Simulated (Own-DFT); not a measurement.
# Response to strain: C40 NbSi2, 36 atoms (Nb12Si24)

Calculated results; nothing here was measured. They come from Own-DFT, an in-house plane-wave density functional program, since retired, whose code no person has reviewed. Each row is one single-point run on a periodic cell that was not relaxed, without spin or spin-orbit coupling.

Settings of every run: PBE; PseudoDojo norm-conserving scalar-relativistic files; cutoff 42 hartree; 4 x 4 x 5 k mesh centred on Gamma; cold (Marzari-Vanderbilt) smearing of 0.2 eV.

Known limits: forces on such cells failed a check on a denser k mesh; stress not checked against mesh or cutoff.

Unstrained cell vectors in Å: (0.000, 8.324, 0.000); (-9.613, 0.000, 0.000); (0.000, 0.000, 6.586). The unstrained cell was taken from the Materials Project. The random moves and any unrelaxed bonds add to the pressure at no strain. Each run strains this cell uniformly, with the atoms carried along. Every atom was also moved at random, by a Gaussian of width 0.05 Å on each axis. Strain is the symmetric tensor, in per cent. Stress is positive in tension, and the pressure is minus a third of its trace.

```
run  e_xx (%)  e_yy (%)  e_zz (%)  e_yz (%)  e_xz (%)  e_xy (%)  s_xx (GPa)  s_yy (GPa)  s_zz (GPa)  s_yz (GPa)  s_xz (GPa)  s_xy (GPa)  P (GPa)  E (meV/atom)
  1     -1.92     -0.12      0.21      0.51     -1.91      0.46      -10.60       -3.64       -5.85        2.02       -6.28        1.46     6.70          28.0
  2     -0.39      0.96     -1.14     -1.99     -0.43      0.80       -4.11       -0.21       -9.50       -6.66       -1.94        2.58     4.61          19.5
  3      1.96     -0.33     -0.93     -1.72     -1.79     -0.96        3.11       -2.86       -6.76       -5.04       -5.39       -2.45     2.17          11.4
  4     -0.62      0.94     -1.73     -1.09     -0.36      0.54       -6.33       -0.58      -11.98       -3.22       -1.79        2.44     6.30          17.7
  5      1.75     -1.37     -0.47     -1.01     -0.58      1.73        1.69       -6.59       -5.07       -2.58       -1.82        5.18     3.32           5.3
  6     -1.72     -1.76     -1.22      0.70     -1.89      1.33      -12.42      -12.11      -12.96        2.44       -6.77        4.93    12.50          36.3
  7      1.66      1.65     -1.29     -0.33      1.26     -1.50        2.64        3.73       -6.59       -0.92        4.34       -3.88     0.08           4.8
  8      0.45      0.88     -0.68      0.63     -1.55      1.64       -0.53        0.27       -5.96        2.26       -4.53        4.85     2.07           4.7
  9     -1.18     -0.48     -1.98      1.12     -1.19      0.48       -9.44       -6.82      -16.82        5.28       -4.82        1.56    11.03          42.4
 10      1.17     -0.07     -0.76      1.59     -1.28     -1.52        1.00       -2.46       -5.94        5.29       -3.69       -4.05     2.47           0.0
 11      1.70      0.47      1.03      1.16      1.00      1.60        4.12        1.40        2.24        3.18        3.05        4.19    -2.59           3.0
 12     -0.19      1.03     -0.20     -1.43      0.69      1.99       -2.76        0.99       -4.31       -4.54        2.47        5.64     2.03           7.8
 13      0.81     -0.70      0.82      1.76     -0.21     -1.27        0.51       -3.50       -0.61        5.65       -0.59       -3.42     1.20           6.8
 14     -1.82      1.87      0.45     -0.51     -0.31     -1.22       -7.82        3.28       -1.35       -1.13       -1.52       -3.74     1.96           3.1
 15     -1.88      0.17      0.24      0.67     -0.29     -1.71       -9.84       -3.17       -4.80        1.89       -0.72       -5.84     5.94          27.1
 16      0.04      1.45      0.40      1.41     -1.52      1.13           ?           ?           ?           ?           ?           ?        ?             ?
```

E is the free energy for each atom above the lowest run shown.

## Worked fit

Each stress component was fitted by least squares to a constant and the strains of the runs shown, as fractions, with shears doubled. Shear strains stay in the fit of a normal stress only where such slopes are resolved. The slopes, in GPa:

```
stress,at no strain,per e_xx,per e_yy,per e_zz,scatter
s_xx,-3.1,373 ± 9,88 ± 12,87 ± 14,0.48
s_yy,-2.5,78 ± 6,374 ± 9,90 ± 10,0.33
s_zz,-4.2,111 ± 13,101 ± 19,476 ± 21,0.72
```

Each shear stress against twice its own strain: yz 163 ± 7, xz 153 ± 8, xy 145 ± 5 GPa. These are stiffnesses along x, y and z of the frame in which the cell vectors are given, which need not be the crystal's axes. The atoms are held to the strained lattice; where symmetry lets them move under strain, relaxing them would lower some slopes. The table should be nearly symmetric about its diagonal, and what it lacks of that shows the noise. A ninth of its sum, 198 ± 4 GPa, estimates the bulk modulus near the mean pressure of these runs, 4.0 GPa, so it lies above the value at zero pressure.

## Withheld run

Question: what normal stresses and pressure should run 16 give?

The fit gives s_xx = -1.3, s_yy = 3.4, s_zz = -0.8 and P = -0.4 GPa. The calculation gave -1.44, 3.22, -1.30 and P = -0.16 GPa.
